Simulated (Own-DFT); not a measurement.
Al3GaN4 (wurtzite random alloy, atoms displaced) (calculated)

Computed with Own-DFT development build. A calculation, not a measurement: plane-wave PBE density functional theory by an unreviewed code, no spin, of a simulated periodic cell, stress positive in tension, free energy of the whole cell less one offset for each atom, forces on such cells passed a denser k mesh, this cell's mesh not checked; offsets are fitted by least squares, one for each functional and potential file, so energies compare only between cells with the same atoms and settings and are not formation energies; the far tail of each file's local potential was reset to the Coulomb form; each entry is a single point on an unrelaxed cell, so the pressure reflects the starting lattice, mostly measured values, from which strain is counted, and rises with the displacements; printed positions are rounded, which can move forces by about a meV/angstrom; the program is a retired in-house code; no spin-orbit coupling.

Common to all runs: functional PBE; potential files PseudoDojo norm-conserving, scalar-relativistic, standard set with the stringent files for Ga; wave cutoff 96 hartree; occupations Gaussian; smearing width 0.01 eV; k mesh 4 x 4 x 3 centred on Gamma.

(1) 
```xyz
72
Lattice="9.3938 0.0000 0.0000 -4.6969 8.1352 0.0000 0.0000 0.0000 10.0655" Properties=species:S:1:pos:R:3:force_x:R:1:force_y:R:1:force_z:R:1 formula=Al3GaN4 free_energy_of_cell_above_offsets=-26.444 pressure=4.83 stress_xx=-4.62 stress_yy=-4.04 stress_zz=-5.82 stress_yz=-0.18 stress_xz=-0.39 stress_xy=-0.04
Al    -0.0023     1.7931     0.0467     -0.398      0.148     -0.806
Ga     1.5890     0.8699     2.5125     -0.503      0.452     -0.011
N     -0.0178     1.8465     1.9203     -0.197     -1.117      0.042
N      1.5748     0.9076     4.4512     -0.125     -0.783      0.141
Al     0.0493     1.7924     4.9917      -1.25       0.82      0.453
Al     1.5800     0.9223     7.5710       -0.5     -0.225     -0.525
N     -0.0429     1.8067     6.9275      1.931      0.363     -0.464
N      1.5748     0.9190     9.5008     -0.468      -0.37     -0.818
Al    -1.5627     4.5009     0.0347      0.373      0.233     -0.206
Al     0.0352     3.5841     2.4880     -0.735       1.34      0.742
N     -1.5252     4.5092     1.9023      0.169     -0.289      0.096
N      0.0300     3.6611     4.4061      -0.91     -2.012     -0.407
Ga    -1.5881     4.5219     5.0903      0.561     -0.224     -1.929
Al    -0.0460     3.5935     7.5358      0.681      0.336      0.277
N     -1.5676     4.5481     6.9203      0.543     -0.489      1.631
N     -0.0127     3.5823     9.4637      0.195      0.228     -0.058
Al    -3.1039     7.2521    10.0354     -0.018     -0.701     -0.216
Ga    -1.5957     6.3820     2.5241      1.418     -1.771      0.258
N     -3.0804     7.2178     1.8510     -2.272      0.384     -0.065
N     -1.5375     6.3006     4.4347     -0.539      1.675      0.857
Al    -3.1490     7.2166     5.0283      0.309     -0.352      0.042
Al    -1.5797     6.2858     7.5221       0.45       1.04      0.644
N     -3.1447     7.1900     6.9227      0.612      1.167      0.501
N     -1.5767     6.2905     9.4702      0.611      0.713     -0.488
Al     3.1072     1.7740    10.0580      0.639      0.876      0.093
Al     4.6992     0.9328     2.4682     -0.027     -0.979       0.72
N      3.1300     1.7805     1.8850      0.625      0.669     -0.151
N      4.7117     0.8668     4.3636     -0.205      0.911      0.956
Al     3.1038     1.8043     4.9871      1.383      0.035      0.185
Al     4.6667     0.9184     7.5740      0.692     -0.222     -0.647
N      3.1256     1.8459     6.9112     -0.112     -2.196     -0.175
N      4.7034     0.9113     9.4825     -1.305     -0.612     -0.632
Al     1.5330     4.5104     0.0269      0.316     -0.061      -0.39
Al     3.1121     3.5830     2.4712      0.869      0.672      0.324
N      1.5703     4.4989     1.9530      0.055      0.415      -0.85
N      3.1440     3.6031     4.4023      0.549     -0.492     -0.351
Ga     1.5613     4.5221     5.0211      0.616      0.442      0.141
Ga     3.1213     3.5970     7.5285     -0.316      0.942      0.701
N      1.5588     4.5473     6.9507     -1.132     -0.356      0.574
N      3.1116     3.5891     9.4724      0.306      0.291      1.038
Al     0.0205     7.2493     0.0217     -0.657     -0.627     -0.194
Al     1.5479     6.3298     2.5304     -0.017     -0.297     -0.016
N      0.0093     7.2205     1.9261      0.622      0.929     -0.783
N      1.5823     6.3499     4.4020     -0.453      0.444      0.333
Al     0.0353     7.2410     5.0692     -0.345      -0.12     -1.063
Al     1.5526     6.3047     7.5782      0.313      0.313     -0.447
N      0.0411     7.2196     6.9310     -0.911      0.396      0.779
N      1.5508     6.3489     9.4462     -0.096     -0.834      0.663
Ga     6.2575     1.7840     0.0278      0.559      0.905      -0.35
Al     7.8212     0.9289     2.5306     -0.304      -0.48     -0.174
N      6.2423     1.8121     1.9357      0.454     -0.984      0.261
N      7.7982     0.9170     4.4332      1.013       0.02     -0.034
Al     6.3019     1.8451     5.0439     -1.148     -0.558     -0.234
Ga     7.8278     0.8971     7.5371     -0.279     -0.272      0.671
N      6.2806     1.8072     6.9461     -1.484     -0.153     -0.642
N      7.8222     0.8959     9.4856      1.075     -0.939      0.538
Al     4.7427     4.4986    10.0539     -0.251     -0.002     -0.134
Ga     6.2700     3.5806     2.5803      0.308      1.216     -2.227
N      4.7254     4.5435     1.8916     -1.052      0.043     -0.046
N      6.2393     3.6316     4.3837     -0.226     -0.603       2.87
Al     4.7020     4.5107     5.0113     -0.591     -0.012      0.559
Ga     6.2307     3.6428     7.5411      0.531     -0.485       0.28
N      4.6748     4.5185     6.9884      0.124      1.423     -1.501
N      6.3375     3.6311     9.4401     -1.122      0.026      0.956
Al     3.1158     7.1611    10.0376      0.534      1.043      0.483
Al     4.7025     6.3736     2.4673     -0.326     -0.862      0.693
N      3.0803     7.2313     1.9443       0.94      0.325      -0.74
N      4.6681     6.2987     4.4907      0.303      0.965     -1.238
Al     3.0780     7.2398     5.0393      0.853      -0.14      0.231
Al     4.7025     6.3868     7.5588     -0.198     -1.298     -0.082
N      3.1348     7.1996     6.9882     -0.486     -0.377     -0.842
N      4.7423     6.3252     9.4596     -0.575      0.094      0.198
```

Units: free_energy_of_cell_above_offsets in eV; pressure, stress_xx, stress_yy, stress_zz, stress_yz, stress_xz, stress_xy in GPa; force_x, force_y, force_z in eV/Å.

(2) 
```xyz
72
Lattice="9.3938 0.0000 0.0000 -4.6969 8.1352 0.0000 0.0000 0.0000 10.0655" Properties=species:S:1:pos:R:3:force_x:R:1:force_y:R:1:force_z:R:1 formula=Al3GaN4 free_energy_of_cell_above_offsets=-26.148 pressure=4.91 stress_xx=-5.98 stress_yy=-4.76 stress_zz=-3.99 stress_yz=-0.05 stress_xz=0.33 stress_xy=-0.55
Ga     0.0132     1.8310    10.0216     -0.497     -0.471      0.613
Ga     1.6055     0.9272     2.5181     -1.388     -0.907      0.709
N      0.0255     1.8019     1.9092     -0.647     -0.119       0.21
N      1.5658     0.8579     4.4793     -0.527      0.453     -0.424
Al     0.0437     1.8295     5.0493     -0.937      0.055     -0.731
Al     1.5205     0.9211     7.5404      0.306      0.222      -0.49
N     -0.0324     1.9008     6.8813      0.631     -2.468      0.756
N      1.5125     0.8728     9.4204      1.825     -0.102      0.552
Al    -1.5384     4.5272    10.0557     -0.627      -0.16      0.571
Ga     0.0728     3.6377     2.4999     -1.911     -0.113      0.613
N     -1.5832     4.5766     1.9327     -0.031     -0.346     -0.556
N      0.0225     3.6736     4.4473     -1.204     -1.463       0.15
Al    -1.6066     4.4910     5.0542      1.518      0.824      0.121
Ga     0.0098     3.6164     7.5395     -0.348      0.467      0.314
N     -1.5617     4.5311     6.9847      -1.15      0.328     -0.703
N      0.0065     3.6178     9.4439       0.23      1.494      1.179
Al    -3.1333     7.2205     0.0016      -0.69      0.021     -0.158
Al    -1.5386     6.3834     2.5165     -0.818     -1.679      0.942
N     -3.1005     7.2143     1.9213     -0.365      0.069     -0.267
N     -1.5352     6.3050     4.4814     -0.333      0.584     -0.845
Al    -3.1271     7.2153     4.9958      0.918      0.002       1.11
Al    -1.5430     6.3250     7.5486     -1.073      0.232      0.203
N     -3.1558     7.2567     6.9209      0.415     -0.425      0.434
N     -1.5925     6.3398     9.5205      0.722     -0.209     -1.023
Al     3.1633     1.8142     0.0567     -1.366     -0.136     -1.136
Ga     4.6406     0.9065     2.4845      2.102     -0.313      0.689
N      3.1234     1.8245     1.9931      0.195      1.407      -2.08
N      4.7200     0.9388     4.4263     -1.408     -1.663     -0.352
Ga     3.1164     1.8003     5.0600      0.286      0.136      0.199
Al     4.7070     0.8838     7.5624     -0.793     -0.076     -0.693
N      3.1265     1.8602     6.9669      0.142     -1.225        0.9
N      4.6258     0.8630     9.4398      1.027      0.211      0.957
Al     1.5837     4.5847     0.0007     -0.233     -1.048     -0.028
Al     3.1613     3.6167     2.5122     -0.542      0.848      0.709
N      1.5620     4.5670     1.9424      2.015      0.214     -1.091
N      3.1253     3.6344     4.4712      1.426      0.089     -1.482
Ga     1.5815     4.5065     5.0378     -0.466      0.798      0.634
Al     3.1712     3.6256     7.5337     -0.947     -0.343      0.535
N      1.5684     4.4732     6.9823      1.442      1.467      0.145
N      3.1014     3.5962     9.4495      0.363      0.085      0.633
Al    -0.0054     7.2131     0.0405     -0.192     -0.106     -0.567
Al     1.5959     6.3415     2.5417     -0.825      0.175      0.097
N     -0.0454     7.2041     1.9306      1.525      0.153     -0.414
N      1.5835     6.3531     4.4453      -0.09      0.386     -0.639
Al     0.0231     7.2532     5.0163     -0.352     -0.425      0.192
Al     1.5854     6.3024     7.5335     -0.068       0.17     -0.083
N     -0.0325     7.1735     6.9104      1.184       1.01       0.65
N      1.5883     6.3541     9.4858     -0.649      0.054     -0.403
Al     6.2534     1.7377    10.0646      0.206      0.883      -0.33
Al     7.8438     0.9275     2.5164      0.339     -0.134      0.784
N      6.3352     1.7859     1.8889     -1.041      0.862      0.116
N      7.8362     0.8890     4.4973      1.095     -0.084     -1.603
Ga     6.2283     1.7861     4.9881      1.487      0.942      0.821
Ga     7.7812     0.8585     7.5658      0.962      0.379     -0.733
N      6.2466     1.7799     6.9350     -0.882      0.806      0.815
N      7.8271     0.8322     9.4797       -0.8      0.641      0.364
Al     4.6873     4.4729    10.0411      0.091      0.643      0.213
Al     6.2640     3.6319     2.5309      0.549     -0.094     -0.529
N      4.6897     4.5020     1.9110      0.138      0.444       0.14
N      6.3011     3.6571     4.4292     -1.634      0.059     -0.161
Al     4.6638     4.5707     5.0668      0.801      -0.74     -0.377
Al     6.2711     3.6238     7.5311       0.12     -0.551       0.56
N      4.6938     4.4861     6.9634      0.484      0.982      -0.24
N      6.2685     3.6216     9.4825      0.022     -0.817     -0.425
Al     3.1344     7.2229     0.0417      0.088     -0.159     -0.196
Al     4.7422     6.3587     2.5253     -0.796     -0.495     -0.306
N      3.0781     7.2734     1.9262      1.351     -0.537      0.419
N      4.7244     6.3744     4.4682      -0.14     -1.243     -1.279
Al     3.1618     7.1862     4.9470     -0.512      1.366      1.459
Al     4.6923     6.3380     7.5390      0.453     -0.217      0.505
N      3.1785     7.1951     6.9110     -1.022     -0.774     -0.364
N      4.6449     6.3161     9.4963      0.847     -0.318     -0.304
```

Units: free_energy_of_cell_above_offsets in eV; pressure, stress_xx, stress_yy, stress_zz, stress_yz, stress_xz, stress_xy in GPa; force_x, force_y, force_z in eV/Å.

(3) 
```xyz
72
Lattice="9.3938 0.0000 0.0000 -4.6969 8.1352 0.0000 0.0000 0.0000 10.0655" Properties=species:S:1:pos:R:3:force_x:R:1:force_y:R:1:force_z:R:1 formula=Al3GaN4 free_energy_of_cell_above_offsets=-25.904 pressure=5.1 stress_xx=-4.95 stress_yy=-5.5 stress_zz=-4.85 stress_yz=0.24 stress_xz=0.42 stress_xy=0
Al     0.0189     1.7998    10.0023     -0.446      0.013       1.47
Al     1.5626     0.8851     2.4970      0.269      0.958      0.923
N      0.0394     1.8083     1.9121     -0.598     -0.373       -0.5
N      1.5818     0.9567     4.4778     -1.509     -1.732     -1.375
Al    -0.0154     1.8105     5.0236      0.511     -0.239      0.053
Al     1.5874     0.8825     7.5460     -0.032       0.12     -0.672
N      0.0510     1.8358     6.8908       -0.8     -0.752      1.544
N      1.4919     0.8752     9.4261      0.966     -0.043      0.158
Al    -1.5233     4.4991    10.0338     -1.037      0.965      0.858
Al     0.0347     3.6038     2.4988     -0.991     -0.118      0.467
N     -1.6086     4.5358     1.9185      2.191      0.645     -0.866
N     -0.0380     3.5451     4.4408      1.292      1.376     -0.816
Ga    -1.5660     4.5712     5.0577      0.075     -1.046     -1.191
Al     0.0208     3.5959     7.5230     -0.404      0.605     -0.008
N     -1.6159     4.5007     6.8928       0.77      0.355      2.934
N     -0.0175     3.6041     9.5199      0.537     -0.256     -1.465
Al    -3.1020     7.2537     0.0106     -0.816     -0.549      0.151
Al    -1.5925     6.3269     2.5408      0.735     -0.034     -0.302
N     -3.1367     7.2491     1.9848       1.01      0.037     -1.487
N     -1.5311     6.3673     4.4560     -1.981     -0.262     -1.332
Al    -3.1068     7.2413     5.0391     -0.172      0.426     -0.123
Al    -1.6434     6.3271     7.5414      2.138     -0.287      0.229
N     -3.1065     7.1862     6.9411     -1.616      0.779      -0.19
N     -1.5829     6.3463     9.4585      0.114     -0.564      0.025
Ga     3.1699     1.8447     0.0265     -0.359     -1.136     -0.472
Al     4.6960     0.8756     2.5489      0.382      0.189     -0.356
N      3.1548     1.8043     1.9351     -0.264     -0.186      0.896
N      4.6752     0.8887     4.4596      1.537      0.634     -0.956
Ga     3.1317     1.8394     4.9911      0.168     -0.808      1.071
Al     4.8036     0.9125     7.5027     -2.214     -0.095      0.479
N      3.0929     1.8145     6.9197      1.132     -0.697      1.353
N      4.7190     0.8730     9.4373     -0.211      -0.07     -0.527
Al     1.5641     4.4709    10.0351       0.03      1.131      0.566
Al     3.1496     3.6292     2.5227     -0.457      -0.65      0.385
N      1.5690     4.4927     1.9237      0.321     -0.742     -0.718
N      3.1586     3.5952     4.4618     -1.276      1.681     -1.677
Al     1.5645     4.4896     5.0247     -0.307     -0.207      0.123
Al     3.1515     3.5643     7.5149     -0.899      0.412      0.494
N      1.5608     4.5153     6.9405      0.191      0.163      0.209
N      3.1118     3.6191     9.4863      0.755      0.753     -0.965
Al    -0.0158     7.2245    10.0409      0.462     -0.158       0.08
Ga     1.5655     6.2959     2.5192      0.087      0.125     -0.341
N      0.0272     7.2039     1.9041      -1.59      0.677     -0.262
N      1.5307     6.3039     4.4222      2.018     -0.682      0.611
Ga     0.0001     7.1995     4.9873      0.605      1.069      1.837
Al     1.5805     6.3360     7.5611     -0.418     -0.117     -0.355
N      0.0235     7.2697     6.9889     -0.535     -1.111      0.015
N      1.5645     6.3166     9.4532      0.262     -0.039      0.482
Ga     6.2992     1.7856    10.0397     -1.141       0.64      1.011
Al     7.8520     0.8512     2.5318     -0.123      1.528      0.055
N      6.2663     1.7879     1.9290      0.202     -0.985       0.32
N      7.8386     0.9570     4.4612     -0.373     -1.545     -0.698
Al     6.2637     1.8122     5.0549     -0.039      0.109     -0.451
Al     7.8379     0.9450     7.5924        0.3      -0.27     -1.086
N      6.2753     1.8271     6.9433      0.778      0.534      0.341
N      7.8261     0.8902     9.5085      1.501     -0.153     -1.361
Al     4.7147     4.5029     0.0363     -0.281      0.336     -0.375
Ga     6.3037     3.6197     2.5149     -0.815      -0.85       0.41
N      4.6784     4.4842     1.9476     -0.107      0.157      -1.19
N      6.2824     3.6062     4.4286     -0.048     -0.705      0.406
Ga     4.7154     4.5090     5.0237      0.212     -0.481      0.218
Al     6.2540     3.6434     7.5973      -0.41     -0.254     -1.487
N      4.6436     4.4645     6.9209      0.967      1.163      1.654
N      6.2914     3.6380     9.4306      -0.27      0.399      0.761
Al     3.1332     7.2732     0.0344     -0.156     -1.466      -0.51
Ga     4.7038     6.3172     2.5276     -0.143     -0.333     -0.485
N      3.1409     7.2371     1.9111     -0.054      0.318     -0.142
N      4.7524     6.2757     4.4052     -0.596      2.071      1.298
Al     3.1451     7.2222     4.9968     -0.142      0.234      0.142
Al     4.6450     6.3481     7.5565      0.278     -0.587     -0.326
N      3.0973     7.2811     6.8950      0.655     -0.293      0.711
N      4.6853     6.3165     9.4653      0.181      0.272      0.331
```

Units: free_energy_of_cell_above_offsets in eV; pressure, stress_xx, stress_yy, stress_zz, stress_yz, stress_xz, stress_xy in GPa; force_x, force_y, force_z in eV/Å.
